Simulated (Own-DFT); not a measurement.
# Biaxial strain at fixed height in diamond-structure SiGeSn with randomly placed atoms, 64 atoms (Ge44Si16Sn4)

Calculated, not measured: single-point runs of Own-DFT, a retired in-house plane-wave DFT program that no person has reviewed, on unrelaxed cells, without spin or spin-orbit coupling.

All runs used: PBE; PseudoDojo norm-conserving scalar-relativistic files; cutoff 49 hartree; 3 x 3 x 3 k mesh centred on Gamma; Fermi-Dirac smearing of 0.1 eV.

Known weak points: forces on such cells moved up to 12 meV/angstrom on a denser k mesh; stress not checked against mesh or cutoff.

Unstrained cell vectors in Å: (11.306, 0.000, 0.000); (0.000, 11.306, 0.000); (0.000, 0.000, 11.306). The unstrained cell has measured lattice constants (interpolated for alloys), not those of this functional. That, the random moves and any unrelaxed bonds set the pressure at no strain. Each run strains x and y alike by e, as a substrate would, and holds the height along z. All atoms carry random offsets, Gaussian with a width of 0.05 Å per axis. The random placing of the alloy's atoms differs from row to row. Stress is positive in tension.

| e (%) | u (Å) | (s_xx + s_yy)/2 (GPa) | s_zz (GPa) |
|---|---|---|---|
| -2.75 | 0.046 | -10.30 | -8.12 |
| -2.25 | 0.047 | -9.03 | -7.51 |
| -0.75 | 0.045 | -5.99 | -5.47 |
| -0.50 | 0.052 | ? | ? |
| -0.25 | 0.051 | -4.88 | -4.68 |
| 0.75 | 0.052 | -3.00 | -3.65 |
| 1.50 | 0.050 | -1.93 | -2.91 |
| 1.75 | 0.052 | -1.35 | -2.48 |
| 2.00 | 0.048 | -0.96 | -2.18 |
| 2.75 | 0.049 | 0.16 | -1.58 |

## What the rows give

With e as a fraction, the in-plane stress is -4.4 + 189 e - 799 e² GPa (errors 2 and 105, scatter 0.08), and s_zz is -4.5 + 120 e - 483 e² GPa (slope ± 2, scatter 0.09). At e = 0 the first slope is C11 + C12 and the second 2 C12, both with the ions held to the strained lattice and at the cell's own pressure. The term in e² is negative: the layer stiffens under compression and softens under tension. A free layer would change its height as e changes, and the in-plane slope would drop by 2 C12²/C11 to the biaxial modulus. At fixed height, a misfit of 1 % moves the in-plane stress by about 1.9 GPa and s_zz by 1.2 GPa.

## The run left out

Question: what are the two stresses at e = -0.50 %?

From the fit: -5.4 and -5.1 GPa. DFT gave -5.11 and -4.79 GPa. This run lies off the fit, by chance or by something that the fit leaves out.
